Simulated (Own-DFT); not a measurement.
# How much smaller does PBEsol make it? C40 NbSi2, 36 atoms (Nb12Si24)

Calculated, not measured: single-point runs of Own-DFT, a retired in-house plane-wave DFT program that no person has reviewed, on unrelaxed cells, without spin or spin-orbit coupling.

Limits: forces on such cells failed a check on a denser k mesh; stress not checked against mesh or cutoff.

Each geometry was run with PBE and with PBEsol, otherwise alike: PseudoDojo norm-conserving scalar-relativistic files made for PBE; cutoff 42 hartree; 4 x 4 x 5 k mesh centred on Gamma; cold (Marzari-Vanderbilt) smearing of 0.2 eV. Unstrained cell vectors in Å: (0.000, 8.324, 0.000); (-9.613, 0.000, 0.000); (0.000, 0.000, 6.586). Each has a uniform strain, of which the change of volume is shown, and random moves of rms u per axis.

| run | volume change (%) | u (Å) | P with PBE (GPa) | P with PBEsol (GPa) |
|---|---|---|---|---|
| 1 | -2.90 | 0.0520 | 8.58 | 4.79 |
| 2 | -1.32 | 0.0542 | 5.70 | 1.99 |
| 3 | -0.88 | 0.0541 | 5.31 | 1.61 |
| 4 | -1.60 | 0.0474 | 5.39 | 1.67 |
| 5 | -2.42 | 0.0509 | 8.04 | 4.27 |
| 6 | 0.16 | 0.0482 | 2.65 | -1.00 |
| 7 | 2.92 | 0.0450 | -2.24 | -5.77 |
| 8 | -3.25 | 0.0475 | 9.51 | 5.70 |
| 9 | 2.60 | 0.0488 | -1.97 | -5.51 |
| 10 | -0.06 | 0.0511 | 2.73 | -0.93 |
| 11 | 0.10 | 0.0525 | 2.74 | ? |

The question: by how much does PBEsol shrink this cell, and what belongs in the blank?

## Solution

Write v for the change of volume as a fraction. Fitted to v and u², the PBE pressure has a slope of -190 ± 7 GPa in v, with the ions held to the strained lattice. The difference PBEsol less PBE is -3.66 + 4.5 v GPa (slope ± 0.1) and averages -3.69 GPa. Divided by the mean slope of the two, 187 GPa, that makes PBEsol's volume at a given pressure, near 3 GPa, about 2.0 % smaller, or 0.66 % in lengths. At one volume PBEsol's slope is the smaller by 5 GPa, but its pressure there is lower too. If stiffness rises by about 4 GPa for each GPa, PBEsol at equal pressure is stiffer by about 10 GPa. Files made for PBEsol would give a different shift.

For run 11 the line gives -0.91 GPa. The calculation gave -0.90 GPa.
